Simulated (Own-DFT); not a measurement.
Simulation results for In3GaAs4 (zincblende random alloy, strained, atoms displaced), Al5Ga3N8 (wurtzite random alloy, atoms displaced), Al3GaN4 (wurtzite random alloy, strained, atoms displaced)

A calculation, not a measurement: plane-wave PBE density functional theory by an unreviewed code, no spin, of a simulated periodic cell, stress positive in tension, free energy of the whole cell less one offset for each atom, forces on such cells passed a denser k mesh, this cell's mesh not checked; offsets are fitted by least squares, one for each functional and potential file, so energies compare only between cells with the same atoms and settings and are not formation energies; the far tail of each file's local potential was reset to the Coulomb form; each entry is a single point on an unrelaxed cell, so the pressure reflects the starting lattice, mostly measured values, from which strain is counted, and rises with the displacements; printed positions are rounded, which can move forces by about a meV/angstrom; the program is a retired in-house code; no spin-orbit coupling. Program: Own-DFT development build.

Settings shared by all entries: functional PBE.

(1) In3GaAs4 (zincblende random alloy, strained, atoms displaced)

```
In3GaAs4
1.0
     11.7374     0.0000     0.0000
      0.0000    11.7374     0.0000
      0.0000     0.0000    12.1085
In Ga In As In Ga In As In Ga As In As Ga In Ga In As In As In As In Ga In Ga As
1 1 2 4 2 1 1 4 2 2 4 4 4 1 1 1 1 4 4 4 4 4 1 1 1 1 4
Direct
  0.99923 0.00705 0.99782
  0.99776 0.25101 0.24981
  0.24868 0.98996 0.25290
  0.24781 0.24524 0.00002
  0.11845 0.12559 0.12596
  0.12494 0.37547 0.37346
  0.37490 0.12738 0.37475
  0.39136 0.38415 0.12665
  0.99567 0.00173 0.49442
  0.00327 0.24753 0.74736
  0.25944 0.99994 0.74953
  0.25121 0.24528 0.49876
  0.12726 0.12815 0.62999
  0.12542 0.37662 0.87672
  0.37401 0.12748 0.87718
  0.37801 0.37308 0.62480
  0.00188 0.49606 0.99935
  0.99084 0.75111 0.24520
  0.24857 0.49544 0.24637
  0.25207 0.75168 0.99460
  0.11852 0.62466 0.12547
  0.13223 0.87349 0.37822
  0.37476 0.62674 0.37408
  0.37362 0.87521 0.11906
  0.00587 0.49676 0.50121
  0.00567 0.75231 0.75101
  0.24902 0.50640 0.75051
  0.25458 0.75064 0.50280
  0.12666 0.62365 0.62407
  0.12539 0.88204 0.87897
  0.36869 0.62201 0.87300
  0.37536 0.86774 0.62351
  0.49514 0.00488 0.00026
  0.50456 0.24574 0.24052
  0.75857 0.00429 0.25426
  0.74941 0.24543 0.00885
  0.63278 0.11957 0.12433
  0.61815 0.35996 0.38499
  0.87386 0.12360 0.36892
  0.88158 0.37112 0.12054
  0.50022 0.99928 0.48955
  0.49970 0.25143 0.75122
  0.74373 0.99668 0.75467
  0.74939 0.24492 0.49042
  0.62476 0.12889 0.62193
  0.62389 0.37405 0.87646
  0.87730 0.12903 0.87560
  0.86543 0.37015 0.62881
  0.49293 0.48950 0.99765
  0.50378 0.74775 0.24120
  0.75010 0.49905 0.24746
  0.75290 0.75868 0.00155
  0.61768 0.61296 0.12737
  0.62924 0.87611 0.37294
  0.87496 0.62315 0.37423
  0.87642 0.87239 0.12469
  0.49516 0.50198 0.49854
  0.50072 0.76226 0.75241
  0.74095 0.49876 0.75110
  0.74776 0.74819 0.49950
  0.62743 0.62869 0.62656
  0.62437 0.87308 0.88252
  0.87714 0.62240 0.87784
  0.87330 0.87405 0.62505
```

| Quantity | Value |
| --- | --- |
| potential files | PseudoDojo norm-conserving, scalar-relativistic, standard set |
| wave cutoff | 42 hartree |
| occupations | Fermi-Dirac |
| smearing width | 0.1 eV |
| k mesh | 3 x 3 x 3 centred on Gamma |
| free energy of cell above offsets | -24.294 eV |
| pressure | 5.57 GPa |
| stress xx | -5.89 GPa |
| stress yy | -5.88 GPa |
| stress zz | -4.94 GPa |
| stress yz | 0.32 GPa |
| stress xz | 0.02 GPa |
| stress xy | 0.56 GPa |

Force:
```csv
element,x (eV/Å),y (eV/Å),z (eV/Å)
In,-0.338,-0.471,0.317
Ga,0.231,0.062,-0.103
In,0.324,1.224,-0.666
In,0.132,0.947,0.837
As,0.277,0.417,1.372
As,0.282,-0.592,-1.304
As,-0.058,-0.315,-1.111
As,-3.419,-1.597,1.739
In,0.658,-0.273,0.737
In,-0.455,0.849,0.471
Ga,-0.468,-0.169,0.041
In,-0.18,0.622,0.265
As,0.721,-1.62,-0.305
As,0.36,-0.377,-0.539
As,0.413,-1.378,-0.375
As,-0.77,0.375,0.171
In,0.02,0.424,-0.065
In,1.127,-0.315,1.22
Ga,0.109,0.527,0.053
Ga,-0.417,-0.201,0.228
As,1.891,0.09,-0.08
As,-1.478,-0.581,0.065
As,-0.633,-0.478,-1.106
As,0.203,-0.052,-0.933
In,-1.112,-0.034,0.336
In,-0.332,-0.123,0.095
In,-0.141,-1.254,-0.562
In,-0.577,-0.847,-0.355
As,-0.202,0.437,-0.114
As,1.525,-0.348,-0.513
As,1.19,1.956,0.605
As,0.815,1.446,1.487
Ga,0.288,-0.322,0.011
In,-0.053,-0.193,0.765
Ga,-0.548,-0.933,-0.616
In,0.394,0.643,-1.177
As,-0.752,-1.832,0.42
As,-0.239,1.723,-1.519
As,0.646,0.484,-1.016
As,-0.1,-0.309,1.437
In,0.07,0.051,1.104
In,0.194,-0.252,-0.168
In,0.342,0.563,-0.469
In,0.727,-0.187,1.242
As,-0.178,-0.854,0.308
As,0.291,-0.586,0.428
As,-0.797,-0.173,-0.386
As,0.717,0.142,-0.646
In,1.153,2.065,-1.817
In,-0.316,0.446,0.63
In,-0.084,-1.025,0.706
In,-0.409,-1.918,0.289
As,0.81,0.636,-1.276
As,1.131,-0.413,-0.453
As,-0.579,0.432,0.971
As,-0.616,2.176,0.382
In,0.583,0.031,0.251
Ga,0.019,-0.983,0.084
In,0.777,0.408,0.209
Ga,0.36,0.078,-0.012
As,-0.785,1.2,-0.304
As,-1.834,0.647,-0.312
As,-0.395,0.35,-0.4
As,-0.518,-0.444,-0.573
```

(2) Al5Ga3N8 (wurtzite random alloy, atoms displaced)

```
Al5Ga3N8
1.0
     12.5635     0.0000     0.0000
     -6.2817    10.8803     0.0000
      0.0000     0.0000    10.1163
Al Ga N Ga Al N Al Ga N Al N Al Ga N Al Ga N Al N Al Ga N Ga Al N Al N Ga N Ga Al N Ga Al N Ga Al N Al N Ga Al N Al N Ga Al N Al Ga N Ga Al N Ga N Al N Ga Al N Al N Al N Ga N Al N Al N Al Ga N Ga Al N Al Ga N Al N
1 1 2 1 1 2 1 1 2 2 2 1 1 2 1 1 2 2 2 1 1 2 1 1 2 2 2 2 2 1 1 2 1 1 2 1 1 2 2 2 1 1 2 2 2 1 1 2 1 1 2 1 1 2 2 2 2 2 1 1 2 2 2 2 2 2 2 2 2 2 2 1 1 2 1 1 2 1 1 2 2 2
Direct
  0.08762 0.16862 0.98446
  0.17479 0.08609 0.24842
  0.07845 0.17493 0.20660
  0.15991 0.07359 0.44277
  0.07783 0.16627 0.50381
  0.17320 0.08667 0.75364
  0.07881 0.17007 0.67849
  0.16344 0.08026 0.94970
  0.08106 0.41151 0.00601
  0.16056 0.33740 0.27725
  0.08260 0.41186 0.18086
  0.16472 0.32608 0.43125
  0.07035 0.39466 0.50363
  0.15987 0.32180 0.74684
  0.08029 0.43044 0.68575
  0.16797 0.33942 0.93349
  0.08116 0.66615 0.99831
  0.18339 0.59366 0.25533
  0.08954 0.66822 0.18681
  0.18108 0.59674 0.43681
  0.08366 0.67199 0.48514
  0.15980 0.57392 0.75345
  0.08121 0.67403 0.69536
  0.16945 0.58446 0.93267
  0.08174 0.90952 0.01573
  0.17297 0.83738 0.25420
  0.07821 0.91186 0.17366
  0.15679 0.82915 0.43162
  0.08754 0.91646 0.50401
  0.16571 0.83142 0.73803
  0.09157 0.91954 0.68656
  0.16412 0.83173 0.93354
  0.33218 0.16166 0.99884
  0.40840 0.08882 0.24723
  0.33206 0.16104 0.17709
  0.42089 0.07948 0.44723
  0.34044 0.18267 0.52415
  0.40775 0.08243 0.75663
  0.34253 0.17236 0.69225
  0.42267 0.08552 0.92606
  0.33327 0.42188 0.99377
  0.42676 0.33054 0.25826
  0.33491 0.41927 0.17589
  0.42089 0.34054 0.44539
  0.34153 0.43048 0.49339
  0.42165 0.33631 0.75037
  0.33677 0.41265 0.68205
  0.41885 0.33207 0.92929
  0.33210 0.66049 0.98535
  0.41190 0.57631 0.24200
  0.33107 0.66811 0.18762
  0.42597 0.57318 0.44524
  0.31823 0.64961 0.50688
  0.42239 0.58510 0.74876
  0.33340 0.65692 0.69560
  0.41378 0.56696 0.93055
  0.34862 0.92202 0.00804
  0.42326 0.83599 0.25384
  0.33714 0.91849 0.19289
  0.40767 0.83212 0.44612
  0.33996 0.91758 0.50385
  0.41733 0.84524 0.75499
  0.32674 0.90595 0.67853
  0.42265 0.84090 0.94653
  0.57442 0.16522 0.98436
  0.66511 0.08171 0.25030
  0.58957 0.16566 0.18711
  0.67150 0.07715 0.43800
  0.57096 0.14654 0.51489
  0.67689 0.08126 0.75490
  0.58450 0.16292 0.70415
  0.66624 0.07868 0.95146
  0.58156 0.41384 0.99617
  0.66959 0.33094 0.24856
  0.59205 0.41566 0.18019
  0.68434 0.33424 0.42989
  0.58521 0.41609 0.49744
  0.64736 0.33249 0.75343
  0.57976 0.41343 0.69047
  0.67532 0.34083 0.94086
  0.58258 0.66943 0.99252
  0.66633 0.57699 0.24234
  0.57645 0.66780 0.20020
  0.66827 0.58927 0.44252
  0.58566 0.66019 0.49647
  0.65208 0.58047 0.74641
  0.57396 0.67078 0.69706
  0.66242 0.59224 0.93470
  0.58256 0.91261 0.00078
  0.66329 0.84292 0.26172
  0.57767 0.90729 0.18621
  0.66181 0.83125 0.43252
  0.57962 0.92168 0.50938
  0.67043 0.82783 0.73989
  0.58964 0.91789 0.68830
  0.66108 0.82130 0.93917
  0.81855 0.14420 0.00658
  0.91460 0.07894 0.24647
  0.82334 0.16984 0.18137
  0.92251 0.09245 0.44419
  0.83721 0.18110 0.49037
  0.91588 0.09146 0.76741
  0.84276 0.17410 0.67843
  0.91527 0.07310 0.94722
  0.82573 0.41664 0.99383
  0.92108 0.33282 0.25410
  0.83884 0.41496 0.18690
  0.91286 0.33624 0.44917
  0.83139 0.42173 0.50186
  0.91267 0.34017 0.75221
  0.83284 0.41417 0.68285
  0.91406 0.32431 0.93027
  0.83825 0.67277 0.00972
  0.91841 0.57582 0.24041
  0.83954 0.66952 0.18624
  0.92675 0.57864 0.43248
  0.82666 0.65503 0.50901
  0.92121 0.59586 0.76107
  0.83094 0.66307 0.69524
  0.90543 0.57859 0.94791
  0.82859 0.91129 0.00696
  0.93032 0.85087 0.25310
  0.83128 0.90447 0.20415
  0.91741 0.83144 0.44322
  0.83329 0.92317 0.49567
  0.91132 0.81612 0.75188
  0.82668 0.91961 0.70211
  0.91761 0.83131 0.94015
```

| Property | Result |
| --- | --- |
| potential files | PseudoDojo norm-conserving, scalar-relativistic, standard set |
| wave cutoff | 42 hartree |
| occupations | Fermi-Dirac |
| smearing width | 0.05 eV |
| k mesh | 3 x 3 x 3 centred on Gamma |
| free energy of cell above offsets | -1.623 eV |
| pressure | 10.85 GPa |
| stress xx | -8.64 GPa |
| stress yy | -9.47 GPa |
| stress zz | -14.44 GPa |
| stress yz | 0.78 GPa |
| stress xz | -1.4 GPa |
| stress xy | -1.93 GPa |

Force:
```csv
element,x (eV/Å),y (eV/Å),z (eV/Å)
Al,-1.095,0.814,3.109
Ga,-3.058,-0.283,0.715
N,1.575,-1.799,-2.776
N,1.694,2.418,0.262
Ga,2.229,-1.106,-2.506
Al,-1.197,-1.186,-0.306
N,1.818,-1.069,4.678
N,0.185,-0.353,-2.048
Al,-0.979,0.246,-2.488
Ga,0.474,0.585,-13.66
N,-0.745,0.77,2.824
N,0.214,1.487,12.26
Al,0.247,3.154,0.76
Al,0.078,3.847,0.04
N,1.134,-6.546,-2.015
N,-0.495,-2.258,-0.836
Al,0.716,0.157,0.039
Ga,-3.529,-2.204,-1.159
N,-0.054,0.976,-0.26
N,-5.836,-4.075,-0.615
Al,1.124,-1.227,1.99
Ga,0.169,4.55,-0.451
N,-0.03,-3.307,-2.195
N,-1.875,-1.231,2.726
Al,0.213,-0.079,-9.15
Al,-0.707,-1.193,-1.935
N,2.72,1.541,7.687
N,0.845,1.572,0.804
Al,-1.226,-0.885,-0.48
Ga,0.094,1.12,2.557
N,-2.462,1.104,0.547
N,0.962,0.821,1.756
Ga,-0.306,1.218,-2.131
Al,4.425,-1.527,1.529
N,0.199,1.609,2.394
N,-3.982,1.719,-2.157
Al,-0.302,-2.272,-5.319
Al,2.086,-1.385,-3.402
N,-1.242,-0.515,2.83
N,-1.428,-1.81,3.004
Ga,0.576,-4.493,1.018
Ga,-1.765,0.906,-2.071
N,0.462,-1.16,3.259
N,0.342,-2.389,-0.516
Ga,-1.24,-7.032,2.886
Al,-1.781,0.182,-0.295
N,-0.847,-0.223,1.527
N,0.545,-0.339,1.299
Ga,0.456,0.722,1.273
Al,0.318,1.299,0.724
N,4.013,1.532,-1.1
N,-1.673,6.977,-3.768
Ga,5.696,3.559,2.407
Al,-2.507,-2.297,-0.063
N,-0.645,1.977,0.537
N,-0.616,5.531,-1.358
Al,-2.917,-0.831,-0.547
Al,-1.373,-1.095,0.517
N,-0.206,0.872,0.091
N,4.093,-0.952,-1.755
Ga,-2.954,-0.528,-2.09
Al,1.892,-2.183,-0.509
N,0.877,2.73,3.791
N,-1.022,-1.461,-2.209
Al,3.803,1.62,2.34
Al,-0.473,-0.379,-0.258
N,-2.815,-1.132,-1.139
N,-1.563,-0.026,-0.348
Ga,3.074,3.002,-0.61
Al,-0.352,0.676,-0.278
N,-0.928,-0.203,0.477
N,-1.72,0.385,-2.767
Al,-0.166,1.505,-0.483
Ga,1.237,-0.282,-0.94
N,-1.32,-0.917,0.204
N,-3.522,-1.094,2.146
Ga,1.975,0.252,-0.19
Al,5.413,-0.602,0.151
N,-1.184,1.714,-0.573
N,-3.848,-2.615,-1.47
Ga,-1.173,-2.631,3.226
Ga,-0.507,2.747,0.341
N,0.9,0.348,-0.931
N,1.006,-2.147,-0.462
Al,-2.007,2.77,0.416
Al,1.521,0.757,1.131
N,3.472,-0.935,-2.823
N,3.227,-2.718,-0.227
Ga,1.423,-0.474,-0.149
Al,1.686,-2.732,-2.502
N,0.163,2.211,1.534
N,0.023,0.366,4.177
Al,1.079,-1.97,-1.614
Al,-2.103,1.264,1.965
N,-1.227,0.069,1.541
N,0.424,4.876,-1.424
Al,1.655,3.835,-0.824
Al,-0.531,0.785,0.849
N,2.176,-1,2.57
N,-2.143,-2.327,-2.271
Ga,0.319,-4.372,1.513
Ga,-0.061,-1.213,-3.159
N,-1.523,-0.018,2.58
N,-0.423,0.893,1.874
Al,3.994,-0.306,1.55
Al,-0.998,0.369,-1.189
N,0.317,-1.432,-1.209
N,0.929,2.912,-3.181
Al,1.897,0.496,0.538
Al,0.869,-0.854,-1.008
N,-2.378,1.394,1.651
N,-0.349,0.284,2.016
Al,-1.259,-0.749,-1.737
Ga,-0.195,1.791,0.623
N,-0.547,-0.094,1.357
N,-2.024,-0.087,0.841
Ga,2.047,1.79,-1.905
Al,0.539,-2.72,-0.805
N,-1.37,-1.563,0.179
N,1.406,1.389,-0.957
Al,0.807,-1.589,-0.486
Ga,0.876,-4.094,1.953
N,-4.127,3.185,-2.501
N,-0.282,0.855,1.236
Al,0.255,-0.69,1.013
Al,-0.694,4.631,0.538
N,3.041,-0.261,-2.072
N,-0.117,0.357,0.28
```

(3) Al3GaN4 (wurtzite random alloy, strained, atoms displaced)

```
Al3GaN4
1.0
      9.1824     0.0000     0.0000
     -4.5912     7.9522     0.0000
      0.0000     0.0000    10.0655
Al N Ga Al N Al Ga N Al N Al N Ga Al N Al N Al N Ga Al N Ga Al N Al N Al N Al Ga N Al N Ga Al N Al N Ga Al N Al Ga N
2 2 1 1 2 1 1 2 2 2 2 2 1 1 2 2 2 2 2 1 1 2 1 1 2 2 2 2 2 1 1 2 2 2 1 1 2 2 2 1 1 2 1 1 2
Direct
  0.10301 0.22589 0.00197
  0.21229 0.10983 0.24281
  0.11935 0.22736 0.19149
  0.22485 0.10709 0.43949
  0.10909 0.23005 0.49134
  0.22327 0.10734 0.75469
  0.11032 0.21983 0.69043
  0.22228 0.10613 0.93692
  0.11100 0.55015 0.00407
  0.22085 0.43876 0.25085
  0.10443 0.55356 0.19152
  0.22785 0.45215 0.44282
  0.10491 0.55045 0.50157
  0.21387 0.43940 0.74909
  0.11870 0.55307 0.69037
  0.22063 0.43787 0.94624
  0.10831 0.88627 0.00324
  0.22857 0.77767 0.25803
  0.11238 0.87880 0.18533
  0.22677 0.77028 0.44937
  0.09995 0.89428 0.49837
  0.21938 0.77899 0.74784
  0.11981 0.88785 0.69469
  0.22231 0.79013 0.93682
  0.45026 0.22244 0.00414
  0.55374 0.10730 0.24165
  0.44879 0.22608 0.19168
  0.55682 0.10590 0.43868
  0.43763 0.21387 0.49438
  0.55651 0.11012 0.75427
  0.43394 0.21534 0.69199
  0.55690 0.10665 0.94365
  0.43290 0.54506 0.99447
  0.54914 0.43656 0.24633
  0.44504 0.55837 0.18855
  0.56220 0.44217 0.43776
  0.45378 0.56479 0.49593
  0.54626 0.43838 0.74272
  0.45179 0.56618 0.69518
  0.57018 0.45735 0.94169
  0.44323 0.88794 0.00493
  0.55664 0.77252 0.24986
  0.44212 0.88895 0.19853
  0.56051 0.78281 0.44656
  0.44295 0.87983 0.49713
  0.55101 0.77374 0.75182
  0.44302 0.89369 0.69272
  0.55440 0.77055 0.93948
  0.78174 0.21968 0.00287
  0.87659 0.10551 0.25661
  0.77584 0.22404 0.19364
  0.87996 0.10245 0.43668
  0.78292 0.21883 0.50567
  0.89380 0.11365 0.75192
  0.77170 0.22120 0.68891
  0.88679 0.10898 0.94120
  0.77603 0.54819 0.99716
  0.89415 0.44231 0.25461
  0.78058 0.54923 0.18590
  0.88473 0.44400 0.43683
  0.77601 0.55466 0.50656
  0.87571 0.43382 0.74392
  0.78375 0.56071 0.69871
  0.88750 0.44385 0.93626
  0.76897 0.87730 0.00281
  0.90093 0.78544 0.24298
  0.77194 0.88422 0.19448
  0.88530 0.76652 0.43931
  0.78546 0.88904 0.49853
  0.88352 0.77580 0.74755
  0.78549 0.89096 0.67886
  0.88938 0.76739 0.94120
```

| Quantity | Value |
| --- | --- |
| potential files | PseudoDojo norm-conserving, scalar-relativistic, standard set with the stringent files for Ga |
| wave cutoff | 96 hartree |
| occupations | Gaussian |
| smearing width | 0.01 eV |
| k mesh | 4 x 4 x 3 centred on Gamma |
| free energy of cell above offsets | -20.325 eV |
| pressure | 16.87 GPa |
| stress xx | -19.7 GPa |
| stress yy | -22.4 GPa |
| stress zz | -8.52 GPa |
| stress yz | -0.5 GPa |
| stress xz | -0.96 GPa |
| stress xy | -0.88 GPa |

Force:
```csv
element,x (eV/Å),y (eV/Å),z (eV/Å)
Al,2.099,-2.006,0.13
Al,3.03,-1.015,1.004
N,-1.965,-2.303,-1.509
N,-1.675,1.496,-2.377
Ga,1.195,-1.309,1.603
Al,-1.006,-0.416,-0.258
N,0.224,0.107,-0.005
N,-0.754,1.336,1.839
Al,-1.374,1.594,-0.776
Ga,-0.394,2.531,0.673
N,1.359,0.818,-0.481
N,-0.843,-0.026,-0.624
Al,0.177,0.628,0.56
Al,1.938,0.314,0.594
N,-2.596,-0.023,-0.377
N,-2.869,-0.288,-2.248
Al,-0.114,0.22,-1.171
Al,-1.064,-1.011,0.427
N,0.163,2.043,1.052
N,-1.644,0.139,-1.782
Ga,2.834,-1.587,1.888
Al,1.773,-0.959,0.854
N,-2.45,0.876,-1.307
N,1.894,-2.356,0.633
Al,-0.85,0.489,-0.973
Al,-0.201,1.061,2.384
N,-1.107,-2.142,-0.84
N,-0.117,0.267,-0.283
Al,1.978,0.726,1.073
Al,-1.183,-0.407,-0.146
N,1.658,1.025,-1.008
N,0.265,0.737,0.133
Ga,2.721,1.327,1.35
Al,1.39,2.573,0.656
N,0.727,-0.57,0.42
N,-0.86,-0.675,-0.016
Ga,0.47,-1.612,1.464
Al,0.918,0.722,1.466
N,-0.757,-2.861,-0.62
N,-3.448,-4.306,-2.337
Al,-0.248,-0.786,-0.529
Al,-1.109,0.364,1.206
N,1.305,-0.909,-1.68
N,1.129,0.816,-2.314
Al,-0.429,2.192,1.742
Al,0.1,2.627,-0.128
N,1.134,-0.896,-0.497
N,-2.209,0.963,-0.589
Al,-1.124,0.84,0.04
Ga,0.885,0.594,-1.689
N,0.079,-0.003,-1.453
N,0.636,0.908,1.679
Al,-2.294,0.041,-1.182
Al,-0.692,-0.929,-0.202
N,1.301,-0.963,0.007
N,0.132,-0.003,-0.575
Ga,1.752,1.16,1.873
Al,-2.145,0.294,-0.461
N,-0.725,0.753,1.787
N,0.969,-0.709,1.61
Al,0.535,-0.737,-0.252
Al,1.939,2.102,1.734
N,-1.21,-3.201,-2.607
N,2.542,-1.809,-0.734
Ga,1.557,0.486,-0.073
Al,-1.451,-3.098,0.899
N,1.284,-0.233,-0.227
N,-1.395,0.777,-1.496
Al,-0.728,-1.035,-0.1
Ga,1.561,1.704,1.728
N,-2.156,0.987,1.518
N,-0.466,2.545,-0.098
```
